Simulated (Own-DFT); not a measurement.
Al3GaN4 (wurtzite random alloy, strained, atoms displaced) (calculated)

Computed with Own-DFT development build. A calculation, not a measurement: plane-wave PBE density functional theory by an unreviewed code, no spin, of a simulated periodic cell, stress positive in tension, free energy of the whole cell less one offset for each atom, forces on such cells passed a denser k mesh, this cell's mesh not checked; offsets are fitted by least squares, one for each functional and potential file, so energies compare only between cells with the same atoms and settings and are not formation energies; the far tail of each file's local potential was reset to the Coulomb form; each entry is a single point on an unrelaxed cell, so the pressure reflects the starting lattice, mostly measured values, from which strain is counted, and rises with the displacements; printed positions are rounded, which can move forces by about a meV/angstrom; the program is a retired in-house code; no spin-orbit coupling.

Settings shared by all entries: functional PBE; potential files PseudoDojo norm-conserving, scalar-relativistic, standard set with the stringent files for Ga; wave cutoff 96 hartree; occupations Gaussian; smearing width 0.01 eV; k mesh 4 x 4 x 3 centred on Gamma.

(1) 
```cif
# cell vector a (Å): 9.5581 0.0000 0.0000
# cell vector b (Å): -4.7791 8.2776 0.0000
# cell vector c (Å): 0.0000 0.0000 10.0655
data_Al3GaN4
_symmetry_space_group_name_H-M 'P 1'
_symmetry_Int_Tables_number 1
_cell_length_a 9.5581
_cell_length_b 9.5582
_cell_length_c 10.0655
_cell_angle_alpha 90.000
_cell_angle_beta 90.000
_cell_angle_gamma 120.000
_cell_volume 796.36
loop_
_atom_site_label
_atom_site_type_symbol
_atom_site_fract_x
_atom_site_fract_y
_atom_site_fract_z
_atom_site_occupancy
Al1 Al 0.11488 0.22920 0.99549 1
Al2 Al 0.23145 0.11355 0.25729 1
N1 N 0.11838 0.22911 0.19424 1
N2 N 0.20930 0.10176 0.42993 1
Ga1 Ga 0.10542 0.21799 0.49284 1
Al3 Al 0.21825 0.11271 0.74592 1
N3 N 0.09704 0.21542 0.69763 1
N4 N 0.22089 0.10983 0.94461 1
Ga2 Ga 0.11304 0.56091 0.99844 1
Ga3 Ga 0.23475 0.44909 0.24133 1
N5 N 0.12044 0.56342 0.18763 1
N6 N 0.22543 0.44736 0.44441 1
Al4 Al 0.10840 0.55422 0.49310 1
Ga4 Ga 0.21998 0.44431 0.74730 1
N7 N 0.11901 0.55713 0.70234 1
N8 N 0.21980 0.44546 0.92875 1
Al5 Al 0.09941 0.88186 0.99774 1
Al6 Al 0.21435 0.77556 0.25543 1
N9 N 0.11166 0.88901 0.18904 1
N10 N 0.22258 0.76497 0.44590 1
Ga5 Ga 0.10903 0.88317 0.49856 1
Al7 Al 0.23305 0.78738 0.74999 1
N11 N 0.10278 0.88336 0.69249 1
N12 N 0.21984 0.77735 0.93496 1
Al8 Al 0.44144 0.21967 0.00655 1
Al9 Al 0.54696 0.10179 0.26108 1
N13 N 0.44094 0.21731 0.19723 1
N14 N 0.55616 0.11518 0.44132 1
Al10 Al 0.44857 0.21356 0.50768 1
Al11 Al 0.55909 0.11517 0.75107 1
N15 N 0.45364 0.23576 0.69083 1
N16 N 0.55742 0.10376 0.93170 1
Al12 Al 0.44844 0.56504 0.00284 1
Al13 Al 0.56220 0.43952 0.24273 1
N17 N 0.44561 0.55564 0.19379 1
N18 N 0.55633 0.45448 0.43575 1
Ga6 Ga 0.43740 0.55376 0.50565 1
Ga7 Ga 0.56035 0.43900 0.75056 1
N19 N 0.44006 0.55351 0.68921 1
N20 N 0.55060 0.43668 0.93144 1
Al14 Al 0.44623 0.88186 0.00835 1
Al15 Al 0.55327 0.77226 0.25070 1
N21 N 0.44604 0.89869 0.18215 1
N22 N 0.55615 0.77802 0.43786 1
Ga8 Ga 0.43338 0.88918 0.50260 1
Al16 Al 0.55931 0.77675 0.75137 1
N23 N 0.44429 0.89066 0.69689 1
N24 N 0.54504 0.77564 0.94477 1
Al17 Al 0.77279 0.22063 0.00171 1
Al18 Al 0.88773 0.11786 0.24993 1
N25 N 0.78197 0.21824 0.18877 1
N26 N 0.89157 0.11646 0.43779 1
Al19 Al 0.77290 0.22383 0.49279 1
Al20 Al 0.88444 0.11369 0.74845 1
N27 N 0.77443 0.21701 0.67895 1
N28 N 0.89335 0.11326 0.93871 1
Al21 Al 0.76651 0.55477 0.00821 1
Al22 Al 0.89730 0.44657 0.26280 1
N29 N 0.77745 0.55157 0.18804 1
N30 N 0.88467 0.43892 0.44479 1
Al23 Al 0.77097 0.55235 0.51264 1
Ga9 Ga 0.89848 0.45447 0.75581 1
N31 N 0.77762 0.56458 0.68263 1
N32 N 0.89365 0.45061 0.93940 1
Al24 Al 0.76504 0.88580 0.00286 1
Al25 Al 0.88620 0.78386 0.24335 1
N33 N 0.77481 0.88160 0.18795 1
N34 N 0.88740 0.77976 0.44118 1
Al26 Al 0.78713 0.89363 0.49176 1
Al27 Al 0.89253 0.78232 0.76289 1
N35 N 0.78867 0.90235 0.68725 1
N36 N 0.88923 0.77495 0.94459 1
_calc_free_energy_of_cell_above_offsets '-21.371'  # eV
_calc_pressure 0.21  # GPa
_calc_stress_xx 3.26  # GPa
_calc_stress_yy 3.16  # GPa
_calc_stress_zz -7.03  # GPa
_calc_stress_yz -0.25  # GPa
_calc_stress_xz 0.15  # GPa
_calc_stress_xy -1.04  # GPa
```

Force:
```tsv
element	x (eV/Å)	y (eV/Å)	z (eV/Å)
Al	0.038	-0.596	0.431
Al	-1.845	-0.512	-3.072
N	-0.214	-1.647	-0.962
N	2.203	0.599	3.233
Ga	0.562	1.05	1.298
Al	-0.049	-0.078	0.969
N	1.866	0.192	-1.21
N	0.082	-0.021	-0.667
Ga	0.213	-0.338	-0.686
Ga	-1.902	-0.778	1.748
N	-1.085	-0.364	1.814
N	-1.739	-0.475	-0.877
Al	0.797	-1.596	2.299
Ga	0.806	-0.86	-0.848
N	-1.731	1.935	-2.969
N	1.384	0.11	3.829
Al	2.141	1.315	0.481
Al	0.733	0.571	-1.306
N	-0.305	-0.114	0.519
N	-1.762	0.867	-1.662
Ga	-0.84	-0.16	0.335
Al	-1.23	-1.422	0.375
N	1.401	1.047	0.544
N	0.204	1.537	1.029
Al	0.204	-0.922	-1.175
Al	0.691	1.126	-2.381
N	1.255	0.581	-0.725
N	-0.163	-0.555	0.208
Al	-2.198	2.175	-1.416
Al	0.37	-0.175	-0.798
N	-0.462	-4.369	-0.793
N	-0.647	0.673	2.278
Al	-0.522	-2.322	-0.938
Al	-1.137	0.476	1.936
N	2.432	0.933	-1.828
N	1.487	-1.958	0.217
Ga	1.227	0.672	-1.198
Ga	-1.012	2.665	-0.993
N	1.134	1.191	1.743
N	-0.154	0.958	4.073
Al	-2.449	1.311	-2.856
Al	-0.221	0.858	0.305
N	0.188	-1.493	3.411
N	0.018	1.122	0.041
Ga	2.914	-0.206	0.606
Al	-0.249	0.325	-0.947
N	0.688	0.57	-0.419
N	1.927	-0.002	-0.73
Al	0.815	0.396	-0.864
Al	1.873	-0.749	-0.491
N	-1.88	0.964	0.996
N	-1.804	-1.038	-0.789
Al	1.423	-0.689	1.15
Al	-0.266	-0.047	0.265
N	-0.575	0.555	1.072
N	-1.101	-0.56	0.747
Al	1.654	-0.484	-2.062
Al	-0.499	-0.268	-2.651
N	0.459	0.369	1.145
N	-0.158	1.333	-0.005
Al	-0.361	0.712	-4.338
Ga	-0.469	-0.834	-1.595
N	0.882	0.527	3.786
N	-1.99	-1.227	1.942
Al	1.341	1.206	-0.853
Al	1.482	-1.005	1.183
N	-1.222	1.099	0.311
N	0.219	-1.208	-1.173
Al	-1.366	-0.196	1.134
Al	-0.905	-0.122	-2.422
N	-0.538	-2.106	0.656
N	-2.063	-0.523	0.585
```

(2) 
```cif
# cell vector a (Å): 9.5581 0.0000 0.0000
# cell vector b (Å): -4.7791 8.2776 0.0000
# cell vector c (Å): 0.0000 0.0000 10.0655
data_Al3GaN4
_symmetry_space_group_name_H-M 'P 1'
_symmetry_Int_Tables_number 1
_cell_length_a 9.5581
_cell_length_b 9.5582
_cell_length_c 10.0655
_cell_angle_alpha 90.000
_cell_angle_beta 90.000
_cell_angle_gamma 120.000
_cell_volume 796.36
loop_
_atom_site_label
_atom_site_type_symbol
_atom_site_fract_x
_atom_site_fract_y
_atom_site_fract_z
_atom_site_occupancy
Al1 Al 0.09965 0.20656 0.99880 1
Al2 Al 0.23164 0.10948 0.25064 1
N1 N 0.11543 0.21719 0.18322 1
N2 N 0.20568 0.10207 0.45078 1
Al3 Al 0.10606 0.21501 0.49081 1
Al4 Al 0.22504 0.10673 0.74607 1
N3 N 0.09883 0.21491 0.69242 1
N4 N 0.21912 0.10949 0.94639 1
Ga1 Ga 0.11919 0.55628 0.00149 1
Ga2 Ga 0.22615 0.44843 0.24229 1
N5 N 0.10904 0.56109 0.19358 1
N6 N 0.22107 0.44738 0.44158 1
Al5 Al 0.11001 0.54956 0.50404 1
Al6 Al 0.23392 0.44420 0.74885 1
N7 N 0.11538 0.55992 0.69346 1
N8 N 0.22299 0.43903 0.94012 1
Al7 Al 0.10822 0.88330 0.00514 1
Al8 Al 0.22358 0.78467 0.24971 1
N9 N 0.09793 0.88433 0.19521 1
N10 N 0.22053 0.78535 0.43958 1
Al9 Al 0.12074 0.89381 0.49845 1
Al10 Al 0.22461 0.78046 0.74002 1
N11 N 0.10879 0.88656 0.69172 1
N12 N 0.23547 0.79318 0.94032 1
Al11 Al 0.44822 0.22644 0.01039 1
Ga3 Ga 0.55791 0.11112 0.24683 1
N13 N 0.45200 0.21940 0.18813 1
N14 N 0.55526 0.11276 0.44490 1
Al12 Al 0.45737 0.23886 0.49750 1
Al13 Al 0.55860 0.10526 0.75291 1
N15 N 0.44823 0.22915 0.69622 1
N16 N 0.55930 0.10504 0.94876 1
Al14 Al 0.44944 0.56989 0.99730 1
Al15 Al 0.54896 0.44049 0.25133 1
N17 N 0.44370 0.55326 0.18861 1
N18 N 0.56207 0.44488 0.43661 1
Ga4 Ga 0.44766 0.55758 0.51152 1
Al16 Al 0.54867 0.43452 0.75373 1
N19 N 0.44307 0.55216 0.68683 1
N20 N 0.54808 0.44204 0.94516 1
Al17 Al 0.43591 0.88069 0.00477 1
Ga5 Ga 0.55711 0.76931 0.25075 1
N21 N 0.44299 0.89135 0.18435 1
N22 N 0.56239 0.78570 0.43756 1
Al18 Al 0.44330 0.89114 0.50059 1
Al19 Al 0.54936 0.78253 0.74502 1
N23 N 0.44831 0.88344 0.68735 1
N24 N 0.54866 0.77495 0.94442 1
Al20 Al 0.77381 0.21237 0.99332 1
Ga6 Ga 0.88628 0.11637 0.25106 1
N25 N 0.78476 0.22422 0.19945 1
N26 N 0.89244 0.11042 0.43431 1
Ga7 Ga 0.78579 0.22347 0.50765 1
Ga8 Ga 0.89675 0.10627 0.73965 1
N27 N 0.78843 0.22997 0.68386 1
N28 N 0.89311 0.10826 0.92757 1
Al21 Al 0.77187 0.56021 0.99336 1
Al22 Al 0.88881 0.43822 0.25902 1
N29 N 0.78087 0.55779 0.18764 1
N30 N 0.88949 0.44092 0.43914 1
Al23 Al 0.77941 0.56303 0.50709 1
Al24 Al 0.88458 0.43835 0.74674 1
N31 N 0.78860 0.57125 0.67880 1
N32 N 0.88960 0.44489 0.93800 1
Al25 Al 0.78084 0.88653 0.99812 1
Al26 Al 0.88586 0.77896 0.24952 1
N33 N 0.77929 0.87902 0.18977 1
N34 N 0.89242 0.78062 0.43925 1
Al27 Al 0.77911 0.88280 0.49934 1
Ga9 Ga 0.88987 0.77727 0.75074 1
N35 N 0.78038 0.88998 0.68439 1
N36 N 0.89648 0.78032 0.93866 1
_calc_free_energy_of_cell_above_offsets '-22.002'  # eV
_calc_pressure 0.07  # GPa
_calc_stress_xx 2.76  # GPa
_calc_stress_yy 2.51  # GPa
_calc_stress_zz -5.49  # GPa
_calc_stress_yz -0.28  # GPa
_calc_stress_xz -0.15  # GPa
_calc_stress_xy 0.11  # GPa
```

Force:
```tsv
element	x (eV/Å)	y (eV/Å)	z (eV/Å)
Al	0.993	1.647	-0.511
Al	-1.755	-0.484	-0.039
N	0.089	0.087	1.092
N	2.804	2.147	-1.899
Al	-0.554	1.392	1.296
Al	-1.117	0.279	0.977
N	4.83	2.721	-1.96
N	1.176	-0.362	-0.727
Ga	-1.094	0.12	-0.765
Ga	-0.909	-0.803	0.721
N	0.164	0.054	0.419
N	0.506	-0.896	0.206
Al	-0.581	0.872	-0.512
Al	-2.57	-1.031	0.505
N	0.316	-0.642	-0.348
N	0.817	0.123	-0.226
Al	0.566	0.979	-0.435
Al	-0.31	-0.693	-0.006
N	2.123	1.026	-0.445
N	1.671	-0.927	0.342
Al	-1.859	-1.377	0.619
Al	-0.34	-0.389	1.514
N	1.581	0.946	-0.787
N	-1.55	-1.41	-0.963
Al	-0.492	-1.011	-2.6
Ga	1.111	-0.428	1.026
N	-1.961	0.874	1.713
N	-0.593	-0.132	0.274
Al	-0.328	-2.498	0.894
Al	-0.158	0.817	-0.024
N	0.671	-1.754	-1.039
N	-1.103	0.224	-1.275
Al	-0.169	-3.12	0.582
Al	1.481	1.019	-1.04
N	0.969	-0.355	-0.674
N	-0.413	0.722	0.499
Ga	-0.359	0.099	-4.161
Al	0.439	2.182	0.319
N	0.954	0.603	3.695
N	0.46	0.74	-0.786
Al	1.21	1.404	-0.807
Ga	-0.592	1.115	-0.495
N	-0.098	-0.998	1.592
N	-0.566	-0.294	1.667
Al	0.318	0.078	-1.189
Al	2.711	-1.14	1.164
N	-1.809	1.519	-0.082
N	0.921	1.654	-1.526
Al	1.127	1.559	0.833
Ga	2.225	-1.539	-0.795
N	-1.463	0.664	-2.562
N	-0.104	-0.887	2.071
Ga	-0.553	-0.481	-3.301
Ga	-2.711	-0.527	1.006
N	-1.477	-1.302	3.489
N	-1.373	-0.828	2.532
Al	1.577	-0.827	1.284
Al	-0.719	1.468	-1.875
N	-0.62	-0.768	0.302
N	-0.247	1.378	1.463
Al	0.971	-0.119	-3.836
Al	0.707	1.925	0.57
N	-0.55	-3.382	3.421
N	-1.004	-0.675	-0.319
Al	-0.417	0.264	-0.007
Al	0.713	-1.398	0.73
N	-1.059	1.272	-1.18
N	0.049	-0.384	0.32
Al	0.103	0.944	-0.916
Ga	-0.093	0.94	-0.3
N	-1.51	-1.502	0.305
N	-1.173	-0.495	0.972
```

(3) 
```cif
# cell vector a (Å): 9.5581 0.0000 0.0000
# cell vector b (Å): -4.7791 8.2776 0.0000
# cell vector c (Å): 0.0000 0.0000 10.0655
data_Al3GaN4
_symmetry_space_group_name_H-M 'P 1'
_symmetry_Int_Tables_number 1
_cell_length_a 9.5581
_cell_length_b 9.5582
_cell_length_c 10.0655
_cell_angle_alpha 90.000
_cell_angle_beta 90.000
_cell_angle_gamma 120.000
_cell_volume 796.36
loop_
_atom_site_label
_atom_site_type_symbol
_atom_site_fract_x
_atom_site_fract_y
_atom_site_fract_z
_atom_site_occupancy
Al1 Al 0.10661 0.22027 0.00578 1
Al2 Al 0.22484 0.11495 0.24800 1
N1 N 0.10732 0.21623 0.18823 1
N2 N 0.22585 0.10562 0.43347 1
Ga1 Ga 0.12321 0.21700 0.50271 1
Al3 Al 0.22078 0.10859 0.75046 1
N3 N 0.11006 0.21855 0.69399 1
N4 N 0.21792 0.11126 0.93360 1
Al4 Al 0.10528 0.55496 0.00464 1
Al5 Al 0.22736 0.44001 0.24163 1
N5 N 0.11166 0.55480 0.19542 1
N6 N 0.21651 0.43329 0.43310 1
Al6 Al 0.10772 0.55604 0.50033 1
Ga2 Ga 0.23263 0.45205 0.76185 1
N7 N 0.10284 0.54899 0.69132 1
N8 N 0.22283 0.44264 0.93847 1
Al7 Al 0.10483 0.88179 0.00721 1
Al8 Al 0.20936 0.77313 0.25376 1
N9 N 0.11992 0.89873 0.19655 1
N10 N 0.21950 0.77579 0.44400 1
Ga3 Ga 0.10997 0.88884 0.50869 1
Al9 Al 0.22151 0.77922 0.74222 1
N11 N 0.10992 0.88744 0.69282 1
N12 N 0.21800 0.76821 0.94087 1
Al10 Al 0.43974 0.21751 0.99692 1
Al11 Al 0.55834 0.10522 0.25804 1
N13 N 0.44219 0.22549 0.19662 1
N14 N 0.56505 0.11677 0.44418 1
Al12 Al 0.43152 0.21736 0.50577 1
Al13 Al 0.56346 0.12031 0.74919 1
N15 N 0.44458 0.21909 0.68942 1
N16 N 0.56292 0.11293 0.94225 1
Al14 Al 0.44761 0.55371 0.99413 1
Ga4 Ga 0.56125 0.44773 0.25049 1
N17 N 0.43358 0.54864 0.17945 1
N18 N 0.55119 0.44561 0.43908 1
Ga5 Ga 0.43898 0.55895 0.50093 1
Ga6 Ga 0.54670 0.43540 0.75096 1
N19 N 0.44492 0.56692 0.68833 1
N20 N 0.55262 0.44744 0.94192 1
Al15 Al 0.44335 0.88872 0.99113 1
Al16 Al 0.55764 0.78383 0.24499 1
N21 N 0.44659 0.88163 0.18342 1
N22 N 0.54392 0.77818 0.43609 1
Ga7 Ga 0.44238 0.89006 0.50006 1
Al17 Al 0.55692 0.78342 0.74348 1
N23 N 0.44564 0.88429 0.70054 1
N24 N 0.55570 0.78100 0.93944 1
Al18 Al 0.77952 0.22343 0.98753 1
Al19 Al 0.89192 0.10909 0.24681 1
N25 N 0.77793 0.22304 0.19406 1
N26 N 0.88692 0.10803 0.44147 1
Al20 Al 0.78613 0.22697 0.50117 1
Al21 Al 0.89487 0.11020 0.75211 1
N27 N 0.77880 0.23045 0.69493 1
N28 N 0.88924 0.10893 0.93710 1
Al22 Al 0.77766 0.55497 0.00303 1
Al23 Al 0.88613 0.44779 0.25660 1
N29 N 0.78070 0.56019 0.18784 1
N30 N 0.88016 0.45104 0.44195 1
Ga8 Ga 0.77559 0.55169 0.50112 1
Al24 Al 0.89270 0.44271 0.75044 1
N31 N 0.78418 0.55187 0.69326 1
N32 N 0.88316 0.44410 0.93646 1
Ga9 Ga 0.78363 0.89230 0.00003 1
Al25 Al 0.88661 0.78102 0.25167 1
N33 N 0.77847 0.89211 0.18937 1
N34 N 0.88271 0.76958 0.44155 1
Al26 Al 0.78175 0.89193 0.49009 1
Al27 Al 0.88052 0.77795 0.75515 1
N35 N 0.77372 0.88834 0.68358 1
N36 N 0.89481 0.79118 0.93998 1
_calc_free_energy_of_cell_above_offsets '-24.250'  # eV
_calc_pressure -1.11  # GPa
_calc_stress_xx 3.47  # GPa
_calc_stress_yy 3.91  # GPa
_calc_stress_zz -4.06  # GPa
_calc_stress_yz 0.07  # GPa
_calc_stress_xz 0.52  # GPa
_calc_stress_xy 0.36  # GPa
```

Force:
```tsv
element	x (eV/Å)	y (eV/Å)	z (eV/Å)
Al	0.644	0.108	-1.801
Al	0.276	0.169	-0.186
N	0.266	0.292	0.429
N	0.019	-0.007	0.732
Ga	-1.961	0.433	-0.252
Al	-0.212	-0.106	0.017
N	0.769	0.02	0.186
N	0.585	-0.372	1.801
Al	0.608	-0.327	-0.447
Al	-1.339	0.053	0.933
N	-0.729	-0.345	-0.225
N	-0.877	1.141	0.144
Al	0.454	-0.936	-0.149
Ga	-1.296	-0.653	-3.037
N	0.877	1.275	-0.658
N	-0.623	-0.185	3.559
Al	1.116	1.076	-1.05
Al	2.06	0.508	-0.444
N	-1.153	-1.412	-0.666
N	-0.314	-0.572	-0.383
Ga	-0.398	-0.615	-1.639
Al	0.166	-1.027	1.346
N	-0.412	0.266	1.363
N	-0.763	1.108	-0.249
Al	0.201	0.356	0.906
Al	-0.546	0.278	-1.529
N	1.007	-1.304	-1.338
N	-1.08	0.213	0.481
Al	2.205	1.046	-1.716
Al	-0.03	-1.284	0.212
N	-0.779	-1.06	0.282
N	-1.554	-0.037	-0.812
Al	-1.261	1.077	0.482
Ga	-1.287	-0.174	-0.426
N	1.401	1.472	0.742
N	-0.082	-0.941	1.277
Ga	0.182	-0.425	-1.129
Ga	0.735	1.89	-0.44
N	0.919	-0.654	0.907
N	1.277	-0.922	0.38
Al	0.156	-0.325	0.826
Al	-0.405	-1.485	-0.139
N	-1.718	1.155	0.729
N	2.279	0.39	-0.638
Ga	0.096	0.561	0.464
Al	0.97	-0.266	1.298
N	-1.547	1.57	-0.726
N	0.298	-0.779	-0.731
Al	0.127	0	1.866
Al	-1.204	0.842	0.676
N	0.382	0.186	-0.552
N	0.277	0.469	-0.61
Al	-0.484	-0.171	0.054
Al	-0.99	-0.139	-1.095
N	1.235	-1.23	-0.553
N	-0.063	1.537	0.37
Al	-0.378	0.177	-1.207
Al	0.613	-0.819	-1.132
N	0.801	0.714	0.262
N	3.372	-1.628	-0.523
Ga	-1.991	0.47	1.122
Al	-0.804	0.616	-0.018
N	-1.111	0.83	0.919
N	0.681	0.296	1.077
Ga	-1.734	-0.311	-0.225
Al	0.588	-0.058	-0.036
N	0.459	-0.464	1.392
N	-0.407	1.725	-0.884
Al	-0.939	-0.917	1.005
Al	0.67	-0.446	-1.319
N	0.646	0.345	0.416
N	1.055	-2.272	0.307
```

(4) 
```cif
# cell vector a (Å): 9.5581 0.0000 0.0000
# cell vector b (Å): -4.7791 8.2776 0.0000
# cell vector c (Å): 0.0000 0.0000 10.0655
data_Al3GaN4
_symmetry_space_group_name_H-M 'P 1'
_symmetry_Int_Tables_number 1
_cell_length_a 9.5581
_cell_length_b 9.5582
_cell_length_c 10.0655
_cell_angle_alpha 90.000
_cell_angle_beta 90.000
_cell_angle_gamma 120.000
_cell_volume 796.36
loop_
_atom_site_label
_atom_site_type_symbol
_atom_site_fract_x
_atom_site_fract_y
_atom_site_fract_z
_atom_site_occupancy
Al1 Al 0.11843 0.22993 0.00480 1
Al2 Al 0.22730 0.11408 0.25503 1
N1 N 0.11896 0.22039 0.18845 1
N2 N 0.22006 0.11733 0.43323 1
Al3 Al 0.11340 0.22202 0.50653 1
Ga1 Ga 0.20951 0.10003 0.74511 1
N3 N 0.10359 0.21463 0.68745 1
N4 N 0.22020 0.10705 0.93049 1
Ga2 Ga 0.11607 0.56038 0.00102 1
Al4 Al 0.22291 0.43560 0.25115 1
N5 N 0.10718 0.55150 0.19083 1
N6 N 0.22982 0.44600 0.44243 1
Al5 Al 0.10569 0.55413 0.48713 1
Al6 Al 0.22207 0.44407 0.75164 1
N7 N 0.11539 0.55772 0.69532 1
N8 N 0.22319 0.44738 0.94433 1
Al7 Al 0.10640 0.88332 0.00340 1
Ga3 Ga 0.21722 0.77765 0.24661 1
N9 N 0.10775 0.88733 0.18856 1
N10 N 0.22176 0.77804 0.43255 1
Al8 Al 0.10723 0.89942 0.49851 1
Al9 Al 0.22618 0.78066 0.75109 1
N11 N 0.11397 0.88366 0.69346 1
N12 N 0.22111 0.77399 0.94805 1
Al10 Al 0.45081 0.22730 0.99693 1
Ga4 Ga 0.55468 0.10765 0.24840 1
N13 N 0.45001 0.23212 0.19602 1
N14 N 0.54940 0.10073 0.44483 1
Al11 Al 0.45528 0.22939 0.49315 1
Al12 Al 0.55990 0.11110 0.74740 1
N15 N 0.43872 0.22026 0.68752 1
N16 N 0.54728 0.10915 0.93269 1
Ga5 Ga 0.45207 0.55863 0.01095 1
Al13 Al 0.56409 0.44428 0.24953 1
N17 N 0.44941 0.56272 0.19057 1
N18 N 0.55200 0.44303 0.43426 1
Al14 Al 0.44955 0.56030 0.49792 1
Ga6 Ga 0.56061 0.44653 0.73683 1
N19 N 0.43996 0.56189 0.69079 1
N20 N 0.55839 0.44510 0.95061 1
Al15 Al 0.43305 0.88514 0.99989 1
Al16 Al 0.55656 0.77972 0.25677 1
N21 N 0.43734 0.88381 0.19046 1
N22 N 0.56500 0.78619 0.43887 1
Al17 Al 0.44753 0.89342 0.49830 1
Al18 Al 0.54550 0.77733 0.75322 1
N23 N 0.43936 0.88215 0.68162 1
N24 N 0.55411 0.78334 0.93277 1
Ga7 Ga 0.77343 0.21762 0.00390 1
Al19 Al 0.88708 0.11370 0.24788 1
N25 N 0.77698 0.22203 0.19118 1
N26 N 0.88952 0.11374 0.43954 1
Al20 Al 0.76076 0.21144 0.50964 1
Ga8 Ga 0.88886 0.10863 0.75152 1
N27 N 0.77825 0.22875 0.69569 1
N28 N 0.88836 0.10695 0.93369 1
Al21 Al 0.77062 0.55191 0.99612 1
Al22 Al 0.89629 0.44734 0.24672 1
N29 N 0.77957 0.55445 0.19274 1
N30 N 0.88508 0.44251 0.44438 1
Al23 Al 0.78574 0.55683 0.49947 1
Al24 Al 0.89634 0.43883 0.74970 1
N31 N 0.76629 0.55196 0.68945 1
N32 N 0.90183 0.44967 0.93735 1
Al25 Al 0.78248 0.89472 0.99454 1
Ga9 Ga 0.88054 0.77537 0.25316 1
N33 N 0.77159 0.87932 0.18297 1
N34 N 0.87297 0.77095 0.44230 1
Al26 Al 0.78927 0.89809 0.49958 1
Al27 Al 0.88355 0.77449 0.74857 1
N35 N 0.77316 0.87293 0.68511 1
N36 N 0.89266 0.78404 0.93850 1
_calc_free_energy_of_cell_above_offsets '-23.558'  # eV
_calc_pressure -0.63  # GPa
_calc_stress_xx 3.59  # GPa
_calc_stress_yy 3.3  # GPa
_calc_stress_zz -4.99  # GPa
_calc_stress_yz 0.31  # GPa
_calc_stress_xz 0.23  # GPa
_calc_stress_xy -0.4  # GPa
```

Force:
```tsv
element	x (eV/Å)	y (eV/Å)	z (eV/Å)
Al	0.222	-1.045	-1.647
Al	-0.058	-0.559	-1.988
N	-1.257	-0.118	0.607
N	0.68	-0.545	2.11
Al	-0.617	0.823	-1.752
Ga	1.037	1.223	0.263
N	0.226	1.603	0.28
N	0.096	0.563	3.044
Ga	0.157	-1.049	0.049
Al	-0.008	1.328	0.011
N	1.126	-0.749	1.132
N	-1.007	-0.354	-0.348
Al	1.319	0.472	1.553
Al	0.152	0.099	-0.073
N	-0.364	-0.224	-1.118
N	0.888	-0.985	-0.662
Al	-0.004	0.913	-0.96
Ga	0.111	-0.315	-0.101
N	-0.399	1.278	0.352
N	-0.598	0.324	2.245
Al	1.165	-1.435	-0.157
Al	-0.079	-0.888	0.012
N	-1.204	-1.212	-1.543
N	-0.772	1.821	-1.577
Al	-1.194	-0.899	0.011
Ga	-0.491	-0.087	0.109
N	-0.257	-1.457	-1.062
N	-0.185	1.951	-0.151
Al	-1.416	-0.827	0.753
Al	-1.542	-0.33	-0.217
N	1.231	-0.374	-0.974
N	0.365	-0.347	1.082
Ga	-0.789	0.503	-2.542
Al	-1.022	1.005	-0.216
N	-0.017	-0.801	2.905
N	0.954	0.626	1.066
Al	-0.17	0.327	0.272
Ga	-3.017	-1.156	1.84
N	0.333	-0.745	-0.51
N	0.048	-0.508	-1.268
Al	1.61	0.597	0.033
Al	-0.169	-0.086	-1.389
N	1.377	0.412	-0.636
N	-0.455	-0.222	0.768
Al	-0.328	-2.475	-0.44
Al	1.221	-0.288	-1.552
N	0.102	1.349	1.41
N	0.133	0.536	1.732
Ga	0.172	0.488	-1.741
Al	0.947	-0.862	0.14
N	0.774	0.427	0.87
N	-0.154	0.39	0.2
Al	1.879	1.195	-1.217
Ga	-0.453	-0.924	-1.259
N	-0.196	-1.334	-0.863
N	0.438	0.914	2.643
Al	1.893	1.171	0.443
Al	-1.365	-0.438	0.53
N	0.527	-0.765	-0.803
N	0.265	-0.834	-0.7
Al	-1.602	-0.341	0.124
Al	-0.841	1.757	0.254
N	4.054	1.451	-0.74
N	-2.467	-0.853	0.12
Al	-0.489	-1.204	-0.009
Ga	0.779	0.107	-0.81
N	-1.079	2.01	0.418
N	1.983	1.048	0.761
Al	-1.577	-0.94	0.092
Al	0.838	-0.335	0.288
N	-1.13	1.408	0.508
N	-0.329	-1.21	-0.003
```
